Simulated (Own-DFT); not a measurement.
# Computed records: Si$_{12}$O$_{23}$ (quartz with two neutral oxygen vacancies, atoms displaced)

All values are calculated (Own-DFT development build). A calculation, not a measurement: plane-wave PBE and HSE06 DFT by an unreviewed code, no spin, of a simulated cell at Gamma alone, so results move with cell size and shape, stress positive in tension, energies less offsets, not probed for a lower state with spin; oxygen file: force components 24 meV/angstrom off all-electron in a glass; k mesh not checked against a denser one; forces and stress are PBE's, HSE06 gives the energy alone, and its difference from PBE has offsets of its own; offsets are fitted by least squares, one for each functional and potential file, so energies compare only between cells with the same atoms and settings and are not formation energies; the far tail of each file's local potential was reset to the Coulomb form; each entry is a single point on an unrelaxed cell, so the pressure reflects the starting lattice, mostly measured values (interpolated for alloys), from which strain is counted, and rises with the displacements; printed positions are rounded, which can move forces by about a meV/angstrom; the program, named Own-DFT, is a retired in-house code; no spin-orbit coupling.

Settings shared by all entries: first functional PBE; second functional HSE06; exact exchange share 0.25; screening 0.11 1/bohr; exchange divergence Gygi-Baldereschi; potential files PseudoDojo norm-conserving, scalar-relativistic, made for PBE, standard set; wave cutoff 48 hartree; occupations fixed; k mesh 1 x 1 x 1 centred on Gamma.

(1) 
```cif
# cell vector a (Å): 9.8268 0.0000 0.0000
# cell vector b (Å): -4.9134 8.5103 0.0000
# cell vector c (Å): 0.0000 0.0000 10.8104
data_Si12O23
_symmetry_space_group_name_H-M 'P 1'
_symmetry_Int_Tables_number 1
_cell_length_a 9.8268
_cell_length_b 9.8268
_cell_length_c 10.8104
_cell_angle_alpha 90.000
_cell_angle_beta 90.000
_cell_angle_gamma 120.000
_cell_volume 904.06
loop_
_atom_site_label
_atom_site_type_symbol
_atom_site_fract_x
_atom_site_fract_y
_atom_site_fract_z
_atom_site_occupancy
Si1 Si 0.24128 0.99716 0.00370 1
Si2 Si 0.99624 0.22761 0.32979 1
Si3 Si 0.26700 0.26668 0.16552 1
O1 O 0.20524 0.14077 0.05779 1
O2 O 0.42490 0.29490 0.22879 1
O3 O 0.36634 0.07544 0.40239 1
O4 O 0.06856 0.36625 0.43519 1
O5 O 0.13478 0.21037 0.27612 1
Si4 Si 0.24155 0.01157 0.49739 1
Si5 Si 0.00616 0.23947 0.83107 1
Si6 Si 0.26830 0.26730 0.66747 1
O6 O 0.20706 0.13871 0.55804 1
O7 O 0.42731 0.29579 0.72656 1
O8 O 0.36998 0.07057 0.89011 1
O9 O 0.07691 0.36509 0.94455 1
O10 O 0.14121 0.21338 0.77458 1
O11 O 0.29628 0.43685 0.59703 1
Si7 Si 0.24052 0.49937 0.99567 1
Si8 Si 0.00944 0.74101 0.32972 1
Si9 Si 0.26262 0.76339 0.16716 1
O12 O 0.41485 0.79177 0.22711 1
O13 O 0.35680 0.56846 0.39285 1
O14 O 0.07503 0.87322 0.44067 1
O15 O 0.13457 0.70586 0.27167 1
O16 O 0.29097 0.92285 0.10567 1
Si10 Si 0.22721 0.49300 0.49562 1
Si11 Si 0.00191 0.74396 0.83574 1
Si12 Si 0.25395 0.76165 0.66623 1
O17 O 0.20410 0.63038 0.55774 1
O18 O 0.42344 0.79225 0.72200 1
O19 O 0.35861 0.57864 0.88855 1
O20 O 0.06959 0.86817 0.94330 1
O21 O 0.12645 0.70124 0.77194 1
O22 O 0.29901 0.92974 0.60606 1
Si13 Si 0.74157 0.00174 0.00681 1
Si14 Si 0.50043 0.22761 0.33566 1
Si15 Si 0.76578 0.26523 0.16062 1
O23 O 0.70757 0.12712 0.06392 1
O24 O 0.92710 0.30449 0.21964 1
O25 O 0.86446 0.07191 0.39394 1
O26 O 0.57375 0.36895 0.44134 1
O27 O 0.62179 0.20443 0.27902 1
O28 O 0.80163 0.42533 0.10547 1
Si16 Si 0.74123 0.00083 0.49403 1
Si17 Si 0.50337 0.23539 0.83081 1
Si18 Si 0.76399 0.26436 0.66642 1
O29 O 0.70958 0.13907 0.56093 1
O30 O 0.92103 0.28830 0.72571 1
O31 O 0.85713 0.07393 0.89142 1
O32 O 0.57315 0.37029 0.94064 1
O33 O 0.62794 0.20406 0.77998 1
O34 O 0.79868 0.42769 0.60683 1
Si19 Si 0.73069 0.49522 0.00572 1
Si20 Si 0.48807 0.72513 0.33519 1
Si21 Si 0.76062 0.76469 0.16954 1
O35 O 0.71971 0.63750 0.05589 1
O36 O 0.91510 0.79938 0.22579 1
O37 O 0.86614 0.56829 0.39930 1
O38 O 0.56854 0.86245 0.43557 1
O39 O 0.63270 0.70428 0.27373 1
O40 O 0.79014 0.92006 0.11494 1
Si22 Si 0.74001 0.49835 0.49549 1
Si23 Si 0.50706 0.74662 0.83478 1
Si24 Si 0.77475 0.76541 0.66794 1
O41 O 0.71134 0.62832 0.56159 1
O42 O 0.92687 0.78528 0.72379 1
O43 O 0.86572 0.57523 0.89407 1
O44 O 0.56965 0.87031 0.94649 1
O45 O 0.63041 0.70698 0.77493 1
O46 O 0.78470 0.92534 0.60840 1
_calc_PBE_energy_of_cell_above_offsets '-17.378'  # eV
_calc_HSE06_less_PBE_above_offsets '0.103'  # eV
_calc_PBE_pressure 8.86  # GPa
_calc_PBE_stress_xx -12.69  # GPa
_calc_PBE_stress_yy -5.54  # GPa
_calc_PBE_stress_zz -8.34  # GPa
_calc_PBE_stress_yz 0.62  # GPa
_calc_PBE_stress_xz 1.92  # GPa
_calc_PBE_stress_xy -1.51  # GPa
```

Force:
```csv
element,x (eV/Å),y (eV/Å),z (eV/Å)
Si,-3.547,2.988,-3.087
Si,-1.736,3.311,-0.733
Si,-1.923,3.172,-1.012
O,1.625,-3.269,-1.776
O,1.689,-0.468,1.082
O,3.388,1.517,-4.39
O,-1.199,-1.742,-0.744
O,1.052,-0.81,-0.47
Si,-2.496,-4.375,5.129
Si,-2.005,-0.975,1.126
Si,-0.794,2.547,-2.22
O,-0.646,0.343,0.279
O,0.87,0.317,0.117
O,-0.834,-0.63,1.107
O,-1.446,-1.401,-1.179
O,-0.438,-0.605,0.437
O,3.052,-3.785,4.098
Si,-0.224,0.491,5.849
Si,-4.56,-0.868,1.622
Si,0.001,-3.459,-4.531
O,4.514,0.531,2.428
O,0.902,-0.26,-1.683
O,0.007,-0.505,-0.907
O,-0.944,-0.742,1.084
O,1.126,0.406,1.84
Si,-2.196,1.907,0.36
Si,0.949,-3.79,0.8
Si,2.794,0.402,-1.125
O,-0.855,0.281,-0.085
O,0.137,0.101,0.801
O,1.954,1.481,-2.142
O,0.69,1.667,1.066
O,-0.896,0.03,1.25
O,-1.295,0.657,-0.626
Si,-0.222,-2.448,-1.51
Si,-6.605,3.931,2.465
Si,-1.503,-1.632,3.092
O,-1.669,0.951,0.495
O,2.914,-1.319,2.572
O,2.187,0.86,-3.063
O,-0.538,-1.382,-0.72
O,8.609,-0.681,-5.282
O,-1.273,1.519,-0.645
Si,-5.264,-2.096,3.969
Si,-3.597,0.958,2.294
Si,-1.54,0.501,1.225
O,0.823,-2.76,-2.457
O,2.036,0.466,0.998
O,1.724,1.059,-0.758
O,-0.781,-1.485,-0.453
O,4.918,-0.079,-2.916
O,-0.203,0.055,0.222
Si,2.063,1.044,-2.613
Si,1.334,1.71,-1.876
Si,-1.135,-3.927,-1.749
O,-2.014,1.668,1.788
O,7.182,0.024,3.875
O,4.165,4.34,-5.409
O,0.847,1.658,1.014
O,-2.747,-1.073,1.543
O,-1.678,4.017,-2.26
Si,-2.456,-1.65,4.06
Si,-2.153,-0.986,-1.217
Si,-5.063,-1.248,-1.538
O,-0.779,1.401,0.729
O,1.32,1.791,-0.011
O,0.037,0.055,0.229
O,0.69,0.517,0.616
O,2.277,0.367,-0.943
O,1.38,-0.592,0.468
```

(2) 
```cif
# cell vector a (Å): 9.8268 0.0000 0.0000
# cell vector b (Å): -4.9134 8.5103 0.0000
# cell vector c (Å): 0.0000 0.0000 10.8104
data_Si12O23
_symmetry_space_group_name_H-M 'P 1'
_symmetry_Int_Tables_number 1
_cell_length_a 9.8268
_cell_length_b 9.8268
_cell_length_c 10.8104
_cell_angle_alpha 90.000
_cell_angle_beta 90.000
_cell_angle_gamma 120.000
_cell_volume 904.06
loop_
_atom_site_label
_atom_site_type_symbol
_atom_site_fract_x
_atom_site_fract_y
_atom_site_fract_z
_atom_site_occupancy
Si1 Si 0.22756 0.99901 0.99826 1
Si2 Si 0.99955 0.23191 0.33239 1
Si3 Si 0.27390 0.27058 0.16746 1
O1 O 0.19490 0.12663 0.05423 1
O2 O 0.42278 0.28842 0.21804 1
O3 O 0.36667 0.07149 0.39618 1
O4 O 0.07045 0.37216 0.43893 1
O5 O 0.13025 0.20234 0.27499 1
O6 O 0.29243 0.43916 0.10581 1
Si4 Si 0.23434 0.99994 0.50092 1
Si5 Si 0.00688 0.23991 0.82877 1
Si6 Si 0.27199 0.26616 0.66081 1
O7 O 0.20844 0.13479 0.55786 1
O8 O 0.43245 0.29159 0.72773 1
O9 O 0.36823 0.06883 0.89510 1
O10 O 0.08757 0.36811 0.93646 1
O11 O 0.14228 0.19901 0.78009 1
O12 O 0.30128 0.42759 0.60079 1
Si7 Si 0.24655 0.49771 0.00074 1
Si8 Si 0.99575 0.72509 0.33083 1
Si9 Si 0.26390 0.77091 0.16931 1
O13 O 0.20874 0.63542 0.05451 1
O14 O 0.43880 0.80067 0.22418 1
O15 O 0.36505 0.57347 0.40056 1
O16 O 0.07267 0.85968 0.43798 1
O17 O 0.12254 0.69094 0.27116 1
O18 O 0.29397 0.92744 0.10553 1
Si10 Si 0.23072 0.49929 0.50404 1
Si11 Si 0.00020 0.72329 0.82805 1
Si12 Si 0.26110 0.76322 0.66633 1
O19 O 0.20158 0.63738 0.56147 1
O20 O 0.43626 0.79767 0.72414 1
O21 O 0.37386 0.57959 0.89236 1
O22 O 0.07410 0.87304 0.94635 1
O23 O 0.13388 0.70650 0.77118 1
O24 O 0.30288 0.93867 0.61056 1
Si13 Si 0.72475 0.00028 0.00423 1
Si14 Si 0.50854 0.24267 0.32691 1
Si15 Si 0.76198 0.26529 0.16946 1
O25 O 0.92299 0.28626 0.23211 1
O26 O 0.86958 0.08095 0.39701 1
O27 O 0.57755 0.36132 0.44783 1
O28 O 0.63621 0.20768 0.27939 1
Si16 Si 0.72116 0.99841 0.50085 1
Si17 Si 0.50366 0.23269 0.84329 1
Si18 Si 0.76260 0.26664 0.67310 1
O29 O 0.70411 0.13730 0.56434 1
O30 O 0.92898 0.29767 0.72452 1
O31 O 0.87725 0.07805 0.89072 1
O32 O 0.57430 0.36750 0.93934 1
O33 O 0.64178 0.21643 0.77675 1
O34 O 0.78884 0.43212 0.60852 1
Si19 Si 0.73174 0.50298 0.99585 1
Si20 Si 0.51037 0.74446 0.33325 1
Si21 Si 0.75785 0.76768 0.16436 1
O35 O 0.70527 0.63876 0.06189 1
O36 O 0.92947 0.79208 0.23168 1
O37 O 0.86985 0.57756 0.38647 1
O38 O 0.56891 0.86547 0.44148 1
O39 O 0.63970 0.71006 0.27819 1
O40 O 0.78779 0.93117 0.10833 1
Si22 Si 0.73209 0.49798 0.50294 1
Si23 Si 0.50124 0.73195 0.83210 1
Si24 Si 0.77022 0.77198 0.66342 1
O41 O 0.71094 0.63706 0.54666 1
O42 O 0.92547 0.79794 0.72506 1
O43 O 0.86705 0.57680 0.88959 1
O44 O 0.57964 0.86193 0.93703 1
O45 O 0.64269 0.71704 0.77801 1
O46 O 0.80446 0.93721 0.60535 1
_calc_PBE_energy_of_cell_above_offsets '-16.977'  # eV
_calc_HSE06_less_PBE_above_offsets '0.325'  # eV
_calc_PBE_pressure 7.4  # GPa
_calc_PBE_stress_xx -8.36  # GPa
_calc_PBE_stress_yy -6.75  # GPa
_calc_PBE_stress_zz -7.09  # GPa
_calc_PBE_stress_yz 0.03  # GPa
_calc_PBE_stress_xz -0.42  # GPa
_calc_PBE_stress_xy -1.28  # GPa
```

Force:
```csv
element,x (eV/Å),y (eV/Å),z (eV/Å)
Si,3.579,1.321,1.209
Si,0.463,1.58,2.218
Si,-7.715,-2.194,-3.194
O,-0.755,4.033,2.733
O,5.528,1.165,2.319
O,1.279,2.369,-2.334
O,-0.019,-0.577,-0.112
O,2.693,0.743,-1.722
O,6.416,-5.285,7.962
Si,-0.244,-1.408,-0.841
Si,1.311,-1.345,0.461
Si,-0.036,-0.479,3.36
O,-0.728,-0.242,-0.734
O,0.235,-0.013,0.195
O,0.235,-0.11,0.281
O,-0.654,0.247,0.026
O,-0.316,1.199,-1.721
O,-0.102,0.11,1.052
Si,-6.615,4.646,-5.732
Si,1.248,4.667,-0.05
Si,1.855,-2.87,-0.852
O,0.415,0.535,0.755
O,-1.77,-0.022,-0.612
O,1.399,2.353,-2.022
O,0.689,1.005,1.068
O,2.412,0.443,-1.05
O,-0.453,1.429,0.015
Si,-0.441,0.633,-1.134
Si,-3.231,6.349,1.087
Si,2.889,3.863,-0.241
O,0.363,-1.797,-1.217
O,-2.19,-0.405,-0.988
O,-0.18,-2.585,0.596
O,-2.523,-5.969,-4.281
O,1.239,-0.965,0.514
O,0.332,-1.778,0.91
Si,0.997,4.344,-1.247
Si,-3.243,-2.107,4.213
Si,1.468,0.203,-3.869
O,-1.974,1.197,-2.383
O,-1.879,-2.871,1.581
O,-1.868,-1.998,-2.619
O,1.161,-0.712,-0.232
Si,4.227,2.881,1.138
Si,-1.578,-1.398,-4.088
Si,1.665,1.779,-3.225
O,-0.456,-0.547,-0.458
O,0.52,0.595,-0.136
O,-2.132,-1.351,1.78
O,-1.079,1.132,1.508
O,-1.693,-1.279,2.967
O,2.205,-1.533,2.531
Si,1.928,0.243,2.837
Si,-2.505,-4.117,0.058
Si,3.899,1.947,2.204
O,0.178,-2.214,-2.127
O,-3.692,0.846,-3.379
O,-3.032,-6.724,3.926
O,-1.008,0.428,0.925
O,-0.105,-0.615,0.438
O,1.112,-0.569,1.34
Si,2.085,2.063,-2.886
Si,0.167,2.143,-1.377
Si,-1.54,-1.176,-1.007
O,-1.85,2.982,2.47
O,3.329,-0.647,1.53
O,-1.106,-2.893,1.336
O,-1.23,0.159,0.687
O,1.707,-0.753,-1.587
O,-1.288,-0.083,-0.764
```

(3) 
```cif
# cell vector a (Å): 9.8268 0.0000 0.0000
# cell vector b (Å): -4.9134 8.5103 0.0000
# cell vector c (Å): 0.0000 0.0000 10.8104
data_Si12O23
_symmetry_space_group_name_H-M 'P 1'
_symmetry_Int_Tables_number 1
_cell_length_a 9.8268
_cell_length_b 9.8268
_cell_length_c 10.8104
_cell_angle_alpha 90.000
_cell_angle_beta 90.000
_cell_angle_gamma 120.000
_cell_volume 904.06
loop_
_atom_site_label
_atom_site_type_symbol
_atom_site_fract_x
_atom_site_fract_y
_atom_site_fract_z
_atom_site_occupancy
Si1 Si 0.22155 0.99908 0.99804 1
Si2 Si 0.00135 0.23776 0.32917 1
Si3 Si 0.26918 0.26538 0.15665 1
O1 O 0.19087 0.13491 0.05788 1
O2 O 0.40653 0.27807 0.21532 1
O3 O 0.36426 0.06848 0.39635 1
O4 O 0.08238 0.38073 0.43946 1
O5 O 0.13056 0.21032 0.27179 1
O6 O 0.28971 0.42137 0.10921 1
Si4 Si 0.23372 0.99489 0.50117 1
Si5 Si 0.00033 0.23944 0.83487 1
Si6 Si 0.25901 0.26241 0.66730 1
O7 O 0.21008 0.14071 0.54761 1
O8 O 0.42887 0.28742 0.72978 1
O9 O 0.37609 0.07545 0.89551 1
O10 O 0.06502 0.35593 0.94017 1
O11 O 0.12934 0.20527 0.77844 1
O12 O 0.30061 0.43243 0.61145 1
Si7 Si 0.24566 0.50575 0.00666 1
Si8 Si 0.01402 0.74264 0.32827 1
Si9 Si 0.26064 0.76053 0.16458 1
O13 O 0.19589 0.64008 0.05703 1
O14 O 0.42181 0.79414 0.22878 1
O15 O 0.36600 0.57804 0.39143 1
O16 O 0.07076 0.86127 0.44523 1
O17 O 0.13570 0.71205 0.28149 1
O18 O 0.29882 0.92383 0.10753 1
Si10 Si 0.24121 0.50263 0.50506 1
Si11 Si 0.00472 0.74225 0.83738 1
Si12 Si 0.26456 0.76659 0.66801 1
O19 O 0.19906 0.63105 0.55786 1
O20 O 0.42073 0.79444 0.72699 1
O21 O 0.36835 0.57446 0.89250 1
O22 O 0.07275 0.86765 0.93840 1
O23 O 0.30603 0.93636 0.61325 1
Si13 Si 0.73867 0.00397 0.99083 1
Si14 Si 0.48959 0.22776 0.33481 1
Si15 Si 0.77547 0.27185 0.16122 1
O24 O 0.70622 0.12540 0.05583 1
O25 O 0.92676 0.28925 0.22669 1
O26 O 0.85707 0.07567 0.39262 1
O27 O 0.58153 0.37647 0.44682 1
O28 O 0.63849 0.21070 0.27286 1
O29 O 0.79628 0.42610 0.10745 1
Si16 Si 0.73109 0.99497 0.49498 1
Si17 Si 0.50074 0.23904 0.83084 1
Si18 Si 0.76204 0.25738 0.65583 1
O30 O 0.70104 0.13687 0.56738 1
O31 O 0.92053 0.29187 0.72657 1
O32 O 0.87069 0.07961 0.89562 1
O33 O 0.57408 0.36497 0.93479 1
O34 O 0.64486 0.19983 0.77784 1
O35 O 0.79757 0.42862 0.60449 1
Si19 Si 0.73775 0.50224 0.99907 1
Si20 Si 0.49892 0.73706 0.33044 1
Si21 Si 0.75683 0.75885 0.16863 1
O36 O 0.71134 0.63241 0.06053 1
O37 O 0.93377 0.80179 0.22063 1
O38 O 0.87142 0.57920 0.38740 1
O39 O 0.57934 0.86834 0.43983 1
O40 O 0.63355 0.70166 0.27786 1
O41 O 0.79832 0.92236 0.10531 1
Si22 Si 0.73273 0.49871 0.49994 1
Si23 Si 0.50512 0.73581 0.82305 1
Si24 Si 0.76756 0.76315 0.67055 1
O42 O 0.71106 0.63888 0.56190 1
O43 O 0.86581 0.56837 0.89710 1
O44 O 0.57462 0.86735 0.94346 1
O45 O 0.63547 0.70940 0.77374 1
O46 O 0.78522 0.93486 0.60299 1
_calc_PBE_energy_of_cell_above_offsets '-14.477'  # eV
_calc_HSE06_less_PBE_above_offsets '0.309'  # eV
_calc_PBE_pressure 8.92  # GPa
_calc_PBE_stress_xx -8.23  # GPa
_calc_PBE_stress_yy -10.04  # GPa
_calc_PBE_stress_zz -8.49  # GPa
_calc_PBE_stress_yz -2.82  # GPa
_calc_PBE_stress_xz -1.4  # GPa
_calc_PBE_stress_xy -0.97  # GPa
```

Force:
```csv
element,x (eV/Å),y (eV/Å),z (eV/Å)
Si,5.688,3.262,1.942
Si,0.13,-0.092,4.083
Si,-8.22,-2.739,1.634
O,0.62,-2.894,-2.781
O,10.02,0.533,5.944
O,0.709,-0.023,-0.955
O,-0.9,-2.795,-1.491
O,2.735,-0.143,-1.528
O,-0.631,3.615,-0.731
Si,-0.71,0.286,1.683
Si,-2.131,-1.419,-3.375
Si,1.656,-0.365,0.125
O,-0.134,0.35,1.473
O,-5.078,1.264,-4.696
O,-2.479,-1.636,1.692
O,2.057,5.815,4.759
O,2.342,-0.188,-1.682
O,0.552,-0.321,0.806
Si,-4.058,-0.662,-2.975
Si,-8.944,-0.56,2.474
Si,-0.465,1.864,2.561
O,1.961,-3.892,-2.21
O,0.522,0.021,-0.637
O,0.283,-0.533,0.586
O,0.116,0.673,0.413
O,7.372,-1.056,-3.64
O,-2.825,2.399,-1.9
Si,-0.795,0.509,-1.451
Si,-0.59,-4.176,-5.907
Si,-3.869,-1.184,-0.018
O,0.018,1.417,1.338
O,2.403,0.182,0.647
O,0.088,0.147,0.101
O,-1.831,0.456,1.72
O,-0.872,0.449,-0.984
Si,0.809,-2.858,3.578
Si,2.617,3.061,-1.479
Si,-1.437,-4.42,0.604
O,-1.624,3.554,2.515
O,-0.743,1.436,-1.69
O,1.947,2.119,-2.054
O,-4.878,-6.671,-4.714
O,-1.773,0.185,0.355
O,-0.971,2.34,-1.359
Si,-1.425,4.899,1.665
Si,6.067,-3.693,1.222
Si,-0.806,8.637,9.708
O,1.093,-10.29,-10.22
O,2.045,0.352,0.146
O,1.695,-0.52,-2.09
O,0.29,2.721,2.581
O,-3.101,0.813,0.468
O,-0.02,0.051,0.212
Si,-0.726,-2.646,0.793
Si,0.858,0.092,1.109
Si,2.734,2.231,-0.405
O,-1.191,-0.26,-0.024
O,0.372,-0.552,0.654
O,-0.992,-0.643,0.963
O,-3.279,-3.435,-2.244
O,-1.184,-0.45,0.601
O,-1.485,1.018,-1.33
Si,5.079,5.298,0.741
Si,-3.283,1.357,4.674
Si,2.64,3.363,-0.259
O,-0.11,-0.995,-0.993
O,2.219,2.362,-2.277
O,-0.803,-2.525,-2.618
O,1.231,-1.187,-0.22
O,3.398,-3.311,4.365
```
